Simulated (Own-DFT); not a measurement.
Simulation results for Al3GaN4 (wurtzite random alloy, strained, atoms displaced)

A calculation, not a measurement: plane-wave PBE density functional theory by an unreviewed code, no spin, of a simulated periodic cell, stress positive in tension, free energy of the whole cell less one offset for each atom, forces on such cells passed a denser k mesh, this cell's mesh not checked; offsets are fitted by least squares, one for each functional and potential file, so energies compare only between cells with the same atoms and settings and are not formation energies; the far tail of each file's local potential was reset to the Coulomb form; each entry is a single point on an unrelaxed cell, so the pressure reflects the starting lattice, mostly measured values, from which strain is counted, and rises with the displacements; printed positions are rounded, which can move forces by about a meV/angstrom; the program is a retired in-house code; no spin-orbit coupling. Program: Own-DFT development build.

```yaml
- formula: Al3GaN4
  kind: "wurtzite random alloy, strained, atoms displaced"
  structure:
    cell_angstrom: [[9.5581, 0.0, 0.0], [-4.7791, 8.2776, 0.0], [0.0, 0.0, 10.0655]]
    atoms_fractional:
      - [Al, 0.11225, 0.22218, 0.00734]
      - [Al, 0.22181, 0.10445, 0.24377]
      - ["N", 0.10655, 0.2233, 0.18804]
      - ["N", 0.22376, 0.11622, 0.44501]
      - [Al, 0.12263, 0.21884, 0.49572]
      - [Al, 0.2124, 0.09825, 0.75492]
      - ["N", 0.11462, 0.23249, 0.68852]
      - ["N", 0.23793, 0.12653, 0.94982]
      - [Al, 0.10157, 0.54776, 0.99546]
      - [Ga, 0.22144, 0.43902, 0.25543]
      - ["N", 0.11284, 0.54453, 0.19087]
      - ["N", 0.23857, 0.44977, 0.43433]
      - [Al, 0.10268, 0.55094, 0.49621]
      - [Al, 0.22188, 0.4467, 0.7533]
      - ["N", 0.11277, 0.5514, 0.68918]
      - ["N", 0.22211, 0.44689, 0.94624]
      - [Al, 0.10958, 0.88958, 0.00743]
      - [Ga, 0.22438, 0.78779, 0.25539]
      - ["N", 0.11232, 0.89357, 0.19336]
      - ["N", 0.22022, 0.77443, 0.44689]
      - [Al, 0.11547, 0.88787, 0.50141]
      - [Al, 0.21712, 0.7804, 0.75785]
      - ["N", 0.11673, 0.87887, 0.68593]
      - ["N", 0.22714, 0.77493, 0.94027]
      - [Al, 0.4251, 0.2087, 0.00074]
      - [Al, 0.55236, 0.11941, 0.25025]
      - ["N", 0.45023, 0.2263, 0.19045]
      - ["N", 0.55722, 0.11137, 0.445]
      - [Ga, 0.44902, 0.22558, 0.49542]
      - [Al, 0.56672, 0.11688, 0.76175]
      - ["N", 0.45392, 0.2304, 0.69149]
      - ["N", 0.55936, 0.11105, 0.93726]
      - [Ga, 0.44121, 0.55057, 0.99465]
      - [Al, 0.54883, 0.44077, 0.24369]
      - ["N", 0.44086, 0.55735, 0.19202]
      - ["N", 0.56472, 0.45041, 0.44046]
      - [Al, 0.4426, 0.56051, 0.49849]
      - [Al, 0.54893, 0.45224, 0.75023]
      - ["N", 0.44555, 0.55709, 0.69411]
      - ["N", 0.54854, 0.45259, 0.94027]
      - [Al, 0.44489, 0.8917, 0.9948]
      - [Al, 0.55755, 0.7807, 0.24325]
      - ["N", 0.44134, 0.89823, 0.19117]
      - ["N", 0.54487, 0.76509, 0.44963]
      - [Ga, 0.4443, 0.88505, 0.50257]
      - [Al, 0.5675, 0.78508, 0.76025]
      - ["N", 0.44819, 0.8933, 0.69067]
      - ["N", 0.55928, 0.77205, 0.94477]
      - [Al, 0.77934, 0.22318, 0.0062]
      - [Ga, 0.88953, 0.10817, 0.25516]
      - ["N", 0.78206, 0.21958, 0.19457]
      - ["N", 0.89291, 0.1237, 0.44866]
      - [Al, 0.77797, 0.21811, 0.49939]
      - [Al, 0.8906, 0.10764, 0.75059]
      - ["N", 0.78903, 0.22486, 0.68688]
      - ["N", 0.88929, 0.12098, 0.94876]
      - [Ga, 0.78249, 0.55498, 0.99736]
      - [Al, 0.8901, 0.44798, 0.25294]
      - ["N", 0.77649, 0.55364, 0.19936]
      - ["N", 0.89708, 0.45163, 0.4457]
      - [Ga, 0.77318, 0.55121, 0.50501]
      - [Ga, 0.90372, 0.45263, 0.7451]
      - ["N", 0.76304, 0.55393, 0.68787]
      - ["N", 0.88432, 0.44002, 0.94231]
      - [Al, 0.77711, 0.89769, 0.99678]
      - [Al, 0.88043, 0.77915, 0.2469]
      - ["N", 0.77992, 0.87815, 0.18488]
      - ["N", 0.89147, 0.78117, 0.44038]
      - [Al, 0.77586, 0.89588, 0.51022]
      - [Al, 0.89437, 0.78207, 0.75021]
      - ["N", 0.76558, 0.88579, 0.69188]
      - ["N", 0.88932, 0.78194, 0.93948]
  settings:
    functional: PBE
    potential_files: "PseudoDojo norm-conserving, scalar-relativistic, standard set with the stringent files for Ga"
    "wave_cutoff [hartree]": 96.0
    occupations: Gaussian
    "smearing_width [eV]": 0.01
    k_mesh: "4 x 4 x 3 centred on Gamma"
  results:
    "stress_yy [GPa]": null
    "pressure [GPa]": null
```

Q: What stress yy does the calculation give for Al3GaN4 (wurtzite random alloy, strained, atoms displaced)?
A: 3.69 GPa

Q: Al3GaN4 (wurtzite random alloy, strained, atoms displaced): pressure?
A: 0.05 GPa

Further results for Al3GaN4 (wurtzite random alloy, strained, atoms displaced):

```
free energy of cell above offsets : -21.305 eV
stress xx                         : -0.22 GPa
stress zz                         : -3.62 GPa
stress yz                         : -0.31 GPa
stress xz                         : -0.63 GPa
stress xy                         : -0.23 GPa
```

Force:
```csv
element,x (eV/Å),y (eV/Å),z (eV/Å)
Al,-0.663,1.053,-1.245
Al,-0.69,1.928,1.344
N,1.915,-1.548,0.797
N,1.159,-2.24,-1.822
Al,-2.463,2.065,1.114
Al,1.233,2.47,-1.089
N,0.692,-2.284,0.704
N,-5.706,-4.522,-2.229
Al,1.263,0.629,1.51
Ga,0.12,0.769,-1.744
N,-2.42,1.399,-0.607
N,-2.177,-1.429,3.047
Al,2.512,0.74,0.556
Al,0.879,0.17,-0.085
N,1.084,2.029,-0.254
N,-1.323,-1.345,-1.25
Al,0.464,-0.312,-0.879
Ga,0.707,-2.078,-0.288
N,-1.124,-0.642,-0.662
N,-0.647,-0.043,-0.106
Al,-0.78,0.012,-1.062
Al,2.972,-0.923,-1.417
N,-2.499,1.42,1.334
N,-1.687,0.243,0.855
Al,6.392,4.356,0.879
Al,1.945,-0.833,0.638
N,-1.476,-0.808,-0.476
N,0.7,0.115,-1.61
Ga,0.059,0.505,1.468
Al,-0.665,0.306,-3.821
N,-0.743,-1.175,1.356
N,-0.565,0.17,2.688
Ga,-1.238,1.016,1.833
Al,0.277,1.628,1.068
N,1.324,0.265,-0.059
N,-2.316,-0.603,-1.473
Al,1.705,-1.637,1.27
Al,1.056,-1.501,0.142
N,-1.389,0.889,-0.337
N,3.091,-2.596,-0.445
Al,0.664,-0.528,0.756
Al,-0.634,-0.635,0.891
N,1.633,0.162,-0.713
N,1.681,3.122,-2.212
Ga,-0.228,0.368,0.171
Al,-2.881,-1.801,-1.128
N,-0.029,-0.164,2.57
N,-0.974,2.419,-0.041
Al,-0.715,0.168,-0.059
Ga,-0.165,-0.315,-0.095
N,-1.861,0.707,-0.101
N,1.622,-1.861,-0.208
Al,-1.045,1.511,0.522
Al,-0.488,1.485,-0.145
N,-0.707,-0.859,0.943
N,1.291,-1.209,-1.289
Ga,-1.843,-0.098,0.725
Al,0.716,-0.27,0.134
N,0.04,0.262,-0.877
N,-0.912,-1.966,-1.077
Ga,0.68,1.142,-1.225
Ga,-2.643,-1.581,0.227
N,1.6,1.402,2.472
N,0.86,-0.116,-0.175
Al,0.69,-0.761,0.442
Al,2.101,-1.385,1.652
N,-2.346,1.45,-0.086
N,-0.373,1.249,0.287
Al,0.353,-1.009,-2.035
Al,-0.789,-1.37,-0.761
N,3.042,1.494,0.91
N,0.682,1.329,-0.121
```
